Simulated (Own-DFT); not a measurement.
# Computed records: GaP (zincblende, strained, atoms displaced)

Computed with Own-DFT development build. A calculation, not a measurement: plane-wave PBE density functional theory by an unreviewed code, no spin, of a simulated periodic cell, stress positive in tension, free energy of the whole cell less one offset for each atom, forces on such cells passed a denser k mesh, this cell's mesh not checked; offsets are fitted by least squares, one for each functional and potential file, so energies compare only between cells with the same atoms and settings and are not formation energies; the far tail of each file's local potential was reset to the Coulomb form; each entry is a single point on an unrelaxed cell, so the pressure reflects the starting lattice, mostly measured values (interpolated for alloys), from which strain is counted, and rises with the displacements; printed positions are rounded, which can move forces by about a meV/angstrom; the program, named Own-DFT, is a retired in-house code; no spin-orbit coupling.

Settings shared by all entries: functional PBE; potential files PseudoDojo norm-conserving, scalar-relativistic, standard set; wave cutoff 42 hartree; occupations Fermi-Dirac; smearing width 0.1 eV; k mesh 3 x 3 x 3 centred on Gamma.

(1) GaP (zincblende, strained, atoms displaced)

```xyz
64
Lattice="10.8620 0.0000 0.0000 0.0000 10.8620 0.0000 0.0000 0.0000 10.9361" Properties=species:S:1:pos:R:3 GaP
Ga     0.0224    10.8272    10.9210
Ga     0.0649     2.7943     2.6893
Ga     2.7332     0.0394     2.7546
Ga     2.6347     2.6330     0.0489
P      1.2697     1.3756     1.2615
P      1.3432     4.0617     3.9978
P      4.1498     1.3200     4.0262
P      4.0392     4.0237     1.3931
Ga    10.8520    10.8290     5.3854
Ga     0.0439     2.7789     8.1692
Ga     2.7355     0.0208     8.2272
Ga     2.7266     2.7103     5.4241
P      1.2634     1.3726     6.8896
P      1.4059     4.1241     9.6125
P      4.0608     1.3979     9.5321
P      4.1182     4.0743     6.8229
Ga     0.0206     5.4063    10.9280
Ga     0.0480     8.1879     2.6755
Ga     2.6700     5.4643     2.7310
Ga     2.6894     8.1094     0.0488
P      1.4005     6.8139     1.3449
P      1.2811     9.5765     4.1285
P      4.0612     6.7814     4.0309
P      4.1478     9.4784     1.4039
Ga    10.8465     5.4427     5.3946
Ga    10.8259     8.1460     8.1315
Ga     2.7441     5.4184     8.1626
Ga     2.6525     8.0840     5.4324
P      1.3110     6.8277     6.8578
P      1.2613     9.4512     9.5448
P      4.0787     6.7228     9.5991
P      4.0914     9.4716     6.8494
Ga     5.5669     0.0105     0.0045
Ga     5.4203     2.6647     2.7738
Ga     8.1395    10.8293     2.7912
Ga     8.1709     2.7056     0.0315
P      6.7925     1.2637     1.3932
P      6.7877     4.0434     3.9927
P      9.5639     1.3664     4.0240
P      9.4710     4.0291     1.3897
Ga     5.4118     0.0370     5.4124
Ga     5.5149     2.7381     8.2047
Ga     8.2679     0.0935     8.2512
Ga     8.1382     2.7449     5.5411
P      6.7593     1.4100     6.8279
P      6.8045     4.1864     9.5189
P      9.4734     1.2768     9.5495
P      9.5142     4.0314     6.8667
Ga     5.4514     5.4393     0.0286
Ga     5.4357     8.1104     2.6949
Ga     8.1529     5.4285     2.6680
Ga     8.1589     8.2716     0.0079
P      6.7659     6.6937     1.4030
P      6.8644     9.4716     4.1528
P      9.5581     6.7675     4.1174
P      9.4619     9.5222     1.3375
Ga     5.3261     5.3736     5.4685
Ga     5.4193     8.1376     8.2099
Ga     8.2201     5.4293     8.1550
Ga     8.0433     8.2023     5.5181
P      6.8548     6.8378     6.9026
P      6.8212     9.5205     9.5019
P      9.5647     6.7824     9.6026
P      9.5832     9.5908     6.8082
```

| Property | Result |
| --- | --- |
| free energy of cell above offsets | -33.042 eV |
| pressure | 3.7 GPa |
| stress xx | -3.81 GPa |
| stress yy | -3.88 GPa |
| stress zz | -3.42 GPa |
| stress yz | -0.14 GPa |
| stress xz | -0.36 GPa |
| stress xy | -0.2 GPa |

Force:
| element | x (eV/Å) | y (eV/Å) | z (eV/Å) |
| --- | --- | --- | --- |
| Ga | -0.739 | -0.24 | -0.357 |
| Ga | -0.88 | -1.05 | -0.302 |
| Ga | -0.51 | -0.471 | -0.712 |
| Ga | 1.192 | 0.95 | -0.881 |
| P | 0.376 | -0.749 | 1.536 |
| P | 0.651 | 0.466 | 1.358 |
| P | -1.248 | 0.34 | 0.952 |
| P | 0.092 | 0.073 | -0.184 |
| Ga | -0.4 | 1.483 | 0.831 |
| Ga | -0.317 | -0.197 | 1.288 |
| Ga | -0.477 | -0.429 | -0.199 |
| Ga | -0.186 | -0.301 | 0.279 |
| P | 1.246 | -0.477 | -1.177 |
| P | -0.095 | -0.654 | -0.54 |
| P | 0.608 | -0.158 | 0.73 |
| P | -0.853 | -0.737 | 0.316 |
| Ga | -0.243 | 0.165 | 0.46 |
| Ga | -0.559 | -0.209 | 0.292 |
| Ga | 0.53 | -0.34 | -0.414 |
| Ga | 0.741 | 0.799 | -0.942 |
| P | -0.903 | -0.587 | 0.436 |
| P | 1.6 | -1.046 | -1.034 |
| P | -0.12 | 0.067 | 0.794 |
| P | -0.746 | 0.606 | -0.758 |
| Ga | 0.404 | -0.632 | 0.868 |
| Ga | -0.374 | 0.066 | 0.576 |
| Ga | -0.195 | 0.246 | 0.136 |
| Ga | 0.426 | 0.642 | 0.037 |
| P | 0.47 | -1.071 | -0.562 |
| P | 1.357 | 0.198 | 0.191 |
| P | -0.126 | 0.759 | -0.18 |
| P | -0.502 | 0.316 | -0.64 |
| Ga | -1.347 | -0.413 | -0.728 |
| Ga | 0.429 | 0.447 | -1.219 |
| Ga | 0.441 | 0.181 | -0.237 |
| Ga | -0.635 | -0.309 | -0.655 |
| P | 0.444 | 1.264 | 0.361 |
| P | 0.178 | 0.37 | 1.338 |
| P | -0.479 | 0.484 | 0.608 |
| P | 0.643 | 0.595 | -0.538 |
| Ga | 0.471 | -0.805 | 0.827 |
| Ga | -0.595 | 0.262 | 0.371 |
| Ga | -1.764 | -1.403 | -1.841 |
| Ga | 0.062 | -0.248 | -1.257 |
| P | 0.5 | -0.933 | 0.007 |
| P | 0.3 | -0.973 | 0.691 |
| P | 1.694 | 2.297 | 1.42 |
| P | 0.305 | 0.743 | -0.756 |
| Ga | -0.546 | -0.715 | -0.093 |
| Ga | 0.566 | 0.051 | 0.645 |
| Ga | 0.412 | -0.022 | 0.959 |
| Ga | -0.537 | -1.575 | -0.462 |
| P | 0.509 | 1.516 | -0.677 |
| P | -1.522 | 0.492 | -0.927 |
| P | -1.134 | 0.967 | -0.738 |
| P | 0.753 | 0.292 | 0.822 |
| Ga | 1.503 | 0.924 | -0.727 |
| Ga | 0.008 | -0.198 | 0.372 |
| Ga | 0.091 | 0.524 | 0.565 |
| Ga | 1.895 | -0.621 | 0.414 |
| P | -0.969 | -0.887 | -0.621 |
| P | 0.032 | 0.123 | 0.028 |
| P | -0.687 | 0.375 | -0.274 |
| P | -1.24 | -0.631 | 0.125 |

(2) GaP (zincblende, strained, atoms displaced)

```xyz
64
Lattice="10.8620 0.0000 0.0000 0.0000 10.8620 0.0000 0.0000 0.0000 10.9439" Properties=species:S:1:pos:R:3 GaP
Ga    10.8432    10.8159    10.9373
Ga    10.8455     2.7057     2.7508
Ga     2.6898     0.0302     2.7896
Ga     2.6881     2.6797     0.0075
P      1.3477     1.3995     1.3450
P      1.3760     4.0397     4.1351
P      4.0732     1.3678     4.0678
P      4.1358     4.0461     1.3527
Ga    10.8534    10.7868     5.4484
Ga    10.8559     2.7170     8.2097
Ga     2.6587    10.8486     8.2367
Ga     2.7058     2.6779     5.5075
P      1.3850     1.3255     6.7992
P      1.3789     4.0600     9.5698
P      4.0862     1.4123     9.6026
P      4.0597     4.0523     6.8435
Ga     0.0081     5.4553    10.9347
Ga     0.0107     8.1209     2.7622
Ga     2.7182     5.3870     2.8016
Ga     2.7311     8.1078    10.9340
P      1.3143     6.7795     1.3546
P      1.2835     9.5131     4.0990
P      4.0898     6.8612     4.0846
P      4.0789     9.4906     1.3714
Ga     0.0495     5.4622     5.4681
Ga     0.0523     8.1125     8.1401
Ga     2.7120     5.4402     8.2125
Ga     2.6960     8.0877     5.4555
P      1.3601     6.8276     6.8126
P      1.3657     9.5053     9.5529
P      4.0833     6.7903     9.5924
P      4.0710     9.4542     6.8070
Ga     5.4075     0.0065     0.0138
Ga     5.4340     2.7528     2.7417
Ga     8.1351    10.7993     2.7349
Ga     8.0915     2.7633     0.0001
P      6.7778     1.3503     1.3529
P      6.8291     4.1239     4.1335
P      9.4931     1.3624     4.1363
P      9.5546     4.0801     1.3899
Ga     5.4690    10.8197     5.4987
Ga     5.4406     2.7851     8.2195
Ga     8.1601    10.8593     8.1994
Ga     8.1677     2.6758     5.4839
P      6.8040     1.3519     6.8138
P      6.7736     4.1154     9.5818
P      9.5134     1.3503     9.5524
P      9.5660     4.0501     6.8182
Ga     5.4680     5.4209    10.9390
Ga     5.4226     8.1210     2.6627
Ga     8.1832     5.3899     2.7426
Ga     8.1430     8.1166    10.8830
P      6.8213     6.8008     1.3421
P      6.7892     9.5046     4.1265
P      9.4907     6.7639     4.1070
P      9.5107     9.5502     1.3431
Ga     5.4442     5.4416     5.4823
Ga     5.3918     8.0965     8.1689
Ga     8.0896     5.4317     8.2184
Ga     8.1195     8.0975     5.4857
P      6.7564     6.8056     6.8582
P      6.8026     9.5058     9.6150
P      9.5280     6.7455     9.5932
P      9.4858     9.4978     6.8456
```

| Quantity | Value |
| --- | --- |
| hardware | one NVIDIA H100 |
| free energy of cell above offsets | -35.053 eV |
| pressure | 3.15 GPa |
| stress xx | -3.33 GPa |
| stress yy | -3.29 GPa |
| stress zz | -2.81 GPa |
| stress yz | 0.25 GPa |
| stress xz | 0.64 GPa |
| stress xy | -0.08 GPa |
| wall time | 528 s |

Force:
| element | x (eV/Å) | y (eV/Å) | z (eV/Å) |
| --- | --- | --- | --- |
| Ga | 0.342 | 0.682 | -0.213 |
| Ga | 0.141 | -0.092 | 0.149 |
| Ga | -0.065 | -0.255 | -0.653 |
| Ga | 0.463 | 0.613 | 0.007 |
| P | -0.271 | -0.792 | 0.382 |
| P | -0.187 | 0.054 | 0 |
| P | 0.365 | -0.066 | 0.765 |
| P | -0.849 | 0.458 | 0.018 |
| Ga | -0.373 | 0.807 | 0.475 |
| Ga | 0.384 | -0.298 | -0.13 |
| Ga | 1.021 | 0.343 | -0.398 |
| Ga | 0.405 | 0.035 | -0.416 |
| P | -0.703 | -0.17 | 0.475 |
| P | -0.224 | 0.191 | 0.094 |
| P | -0.112 | -0.629 | -0.544 |
| P | 0.051 | 0.473 | -0.191 |
| Ga | 0.129 | -0.62 | 0.032 |
| Ga | -0.548 | 0.225 | -0.507 |
| Ga | 0.296 | 0.295 | -0.704 |
| Ga | -0.271 | 0.394 | 0.234 |
| P | 0.777 | -0.072 | 0.437 |
| P | 1.051 | -0.512 | -0.097 |
| P | -0.046 | -0.982 | 0.041 |
| P | -0.586 | 0.321 | 0.001 |
| Ga | -0.357 | -0.367 | -0.117 |
| Ga | -0.795 | 0.507 | 0.785 |
| Ga | 0.06 | -0.017 | -0.031 |
| Ga | 0.101 | 0.965 | -0.319 |
| P | 0.397 | -0.877 | 0.161 |
| P | -0.254 | -0.591 | 0.414 |
| P | -0.001 | -0.395 | -0.184 |
| P | -0.391 | 0.454 | 0.346 |
| Ga | 0.074 | -0.009 | -0.133 |
| Ga | 0.484 | -0.269 | 0.154 |
| Ga | 0.083 | 0.748 | 0.037 |
| Ga | 0.704 | -0.45 | 0.106 |
| P | 0.13 | 0.118 | 0.443 |
| P | -0.272 | -0.656 | -0.036 |
| P | 0.131 | -0.544 | -0.545 |
| P | -0.439 | -0.137 | -0.455 |
| Ga | -0.577 | 0.41 | -0.29 |
| Ga | 0.034 | -0.689 | -0.165 |
| Ga | -0.242 | 0.007 | 0.213 |
| Ga | -0.031 | 0.567 | -0.009 |
| P | -0.313 | 0.178 | 0.634 |
| P | 0.187 | -0.311 | -0.158 |
| P | -0.24 | 0.267 | 0.383 |
| P | -0.692 | 0.534 | 0.193 |
| Ga | -0.394 | 0.374 | 0.316 |
| Ga | 0.444 | 0.422 | 0.405 |
| Ga | -0.168 | 0.387 | -0.291 |
| Ga | 0.443 | 0.363 | 0.455 |
| P | 0.123 | -0.443 | 0.255 |
| P | -0.068 | -0.647 | -0.439 |
| P | 0.166 | 0.17 | 0.115 |
| P | -0.197 | -1.16 | 0.312 |
| Ga | -0.39 | 0.052 | -0.126 |
| Ga | 0.209 | 0.783 | 0.664 |
| Ga | 0.884 | -0.061 | -0.395 |
| Ga | 0.244 | 0.39 | -0.124 |
| P | 0.302 | -0.453 | -0.098 |
| P | -0.52 | -0.026 | -0.827 |
| P | -0.139 | 0.424 | -0.817 |
| P | 0.087 | -0.422 | -0.091 |

(3) GaP (zincblende, strained, atoms displaced)

```xyz
64
Lattice="10.8620 0.0000 0.0000 0.0000 10.8620 0.0000 0.0000 0.0000 10.9439" Properties=species:S:1:pos:R:3 GaP
Ga     0.0021     0.0079    10.9288
Ga     0.0046     2.7166     2.7718
Ga     2.7424    10.8611     2.7359
Ga     2.7592     2.6962    10.9412
P      1.3605     1.3331     1.3678
P      1.3987     4.0283     4.1262
P      4.0651     1.3539     4.1051
P      4.0684     4.0363     1.3762
Ga    10.8460     0.0226     5.4192
Ga    10.8456     2.6999     8.1720
Ga     2.7284    10.8203     8.2218
Ga     2.7125     2.7353     5.4457
P      1.3813     1.3557     6.8212
P      1.3696     4.0771     9.6005
P      4.0571     1.3544     9.5964
P      4.0911     4.0425     6.8193
Ga    10.8161     5.4555     0.0249
Ga     0.0463     8.1826     2.7844
Ga     2.6718     5.4316     2.7557
Ga     2.7271     8.1288    10.9436
P      1.3824     6.7742     1.3351
P      1.4020     9.4957     4.1190
P      4.0708     6.8312     4.1599
P      4.0633     9.4625     1.4037
Ga    10.8312     5.4585     5.4798
Ga    10.8356     8.1335     8.2295
Ga     2.7025     5.4373     8.2554
Ga     2.7044     8.1581     5.4186
P      1.3848     6.8372     6.8641
P      1.3751     9.5248     9.6062
P      4.0520     6.8449     9.5841
P      4.0865     9.4906     6.8149
Ga     5.4072    10.8506    10.9078
Ga     5.4336     2.7107     2.7437
Ga     8.2428    10.8262     2.7154
Ga     8.1198     2.6972     0.0578
P      6.7897     1.3794     1.3872
P      6.8014     4.0581     4.1208
P      9.4691     1.3654     4.1486
P      9.5298     4.0080     1.3719
Ga     5.4329    10.8456     5.4849
Ga     5.4122     2.7636     8.2234
Ga     8.1976     0.0380     8.1905
Ga     8.1745     2.7284     5.4379
P      6.7714     1.2927     6.8468
P      6.7979     4.0596     9.5639
P      9.5139     1.3264     9.5686
P      9.4899     4.0535     6.8284
Ga     5.4948     5.4361     0.0136
Ga     5.4712     8.1670     2.7152
Ga     8.1266     5.4194     2.7308
Ga     8.1299     8.1572    10.9060
P      6.7620     6.8081     1.4072
P      6.7378     9.5296     4.0869
P      9.5093     6.7665     4.1216
P      9.4778     9.4918     1.3594
Ga     5.4260     5.4449     5.5044
Ga     5.4418     8.1870     8.1891
Ga     8.1047     5.3794     8.1881
Ga     8.1740     8.1111     5.4606
P      6.7758     6.8382     6.8379
P      6.7458     9.4963     9.5807
P      9.5140     6.7730     9.5639
P      9.5254     9.4859     6.8232
```

| Quantity | Value |
| --- | --- |
| hardware | one NVIDIA H100 |
| free energy of cell above offsets | -35.146 eV |
| pressure | 3.12 GPa |
| stress xx | -3.29 GPa |
| stress yy | -3.29 GPa |
| stress zz | -2.77 GPa |
| stress yz | -0.1 GPa |
| stress xz | -0.25 GPa |
| stress xy | 0.32 GPa |
| wall time | 505.1 s |

Force:
| element | x (eV/Å) | y (eV/Å) | z (eV/Å) |
| --- | --- | --- | --- |
| Ga | 0.002 | -0.151 | 0.288 |
| Ga | 0.224 | -0.442 | -0.033 |
| Ga | -0.136 | -0.024 | -0.071 |
| Ga | -0.587 | 0.106 | 0.201 |
| P | -0.044 | 0.253 | 0.142 |
| P | -0.887 | 0.846 | -0.13 |
| P | 0.238 | 0.001 | 0.124 |
| P | 0.226 | 0.649 | 0.056 |
| Ga | 0.408 | -0.281 | 0.59 |
| Ga | 0.402 | 0.065 | 0.356 |
| Ga | 0.018 | 0.314 | -0.299 |
| Ga | 0.378 | -0.57 | 0.442 |
| P | -0.113 | -0.174 | 0.058 |
| P | -0.447 | -0.219 | -0.04 |
| P | 0.232 | -0.031 | -0.545 |
| P | -0.426 | 0.56 | 0.325 |
| Ga | 0.405 | -0.423 | -0.101 |
| Ga | -0.267 | -0.485 | -0.559 |
| Ga | 0.65 | 0.037 | -0.023 |
| Ga | -0.15 | 0.383 | 0.163 |
| P | -0.511 | 0.222 | 0.536 |
| P | -0.455 | 0.705 | -0.261 |
| P | 0.253 | -0.605 | -0.934 |
| P | 0.135 | 0.395 | -0.495 |
| Ga | 0.722 | -0.302 | 0.312 |
| Ga | 0.485 | 0.358 | -0.071 |
| Ga | 0.259 | -0.039 | -0.408 |
| Ga | 0.161 | -0.085 | 0.935 |
| P | -0.268 | -0.454 | -0.219 |
| P | -0.287 | -0.47 | -0.178 |
| P | 0.773 | -0.669 | -0.193 |
| P | -0.367 | 0.08 | 0.083 |
| Ga | 0.054 | 0.072 | 0.735 |
| Ga | -0.068 | 0.01 | 0.135 |
| Ga | -1.129 | 0.483 | 0.363 |
| Ga | 0.285 | -0.085 | -0.68 |
| P | -0.091 | -0.831 | 0.045 |
| P | -0.335 | 0.334 | -0.083 |
| P | 0.479 | -0.148 | -0.826 |
| P | -0.31 | 0.724 | 0.145 |
| Ga | -0.269 | 0.188 | -0.188 |
| Ga | 0.13 | -0.843 | -0.17 |
| Ga | -0.457 | -0.739 | 0.034 |
| Ga | -0.759 | -0.259 | 0.742 |
| P | 0.233 | 1.057 | 0.011 |
| P | 0.054 | -0.011 | 0.449 |
| P | -0.117 | 0.664 | 0.268 |
| P | 0.104 | 0.215 | 0.025 |
| Ga | -0.823 | 0.003 | -0.113 |
| Ga | -0.633 | -0.121 | 0.562 |
| Ga | 0.277 | -0.147 | -0.031 |
| Ga | -0.11 | -0.295 | 0.213 |
| P | 0.725 | -0.235 | -0.488 |
| P | 1.087 | -0.194 | 0.085 |
| P | 0.01 | 0.183 | -0.652 |
| P | 0.815 | -0.346 | -0.246 |
| Ga | 0.111 | -0.024 | -0.178 |
| Ga | -0.343 | -0.287 | 0.146 |
| Ga | 0.249 | 0.588 | -0.115 |
| Ga | -0.424 | 0.582 | -0.099 |
| P | 0.24 | -0.561 | 0.159 |
| P | 0.707 | 0.41 | -0.316 |
| P | -0.629 | -0.123 | 0.014 |
| P | -0.088 | 0.184 | 0.001 |
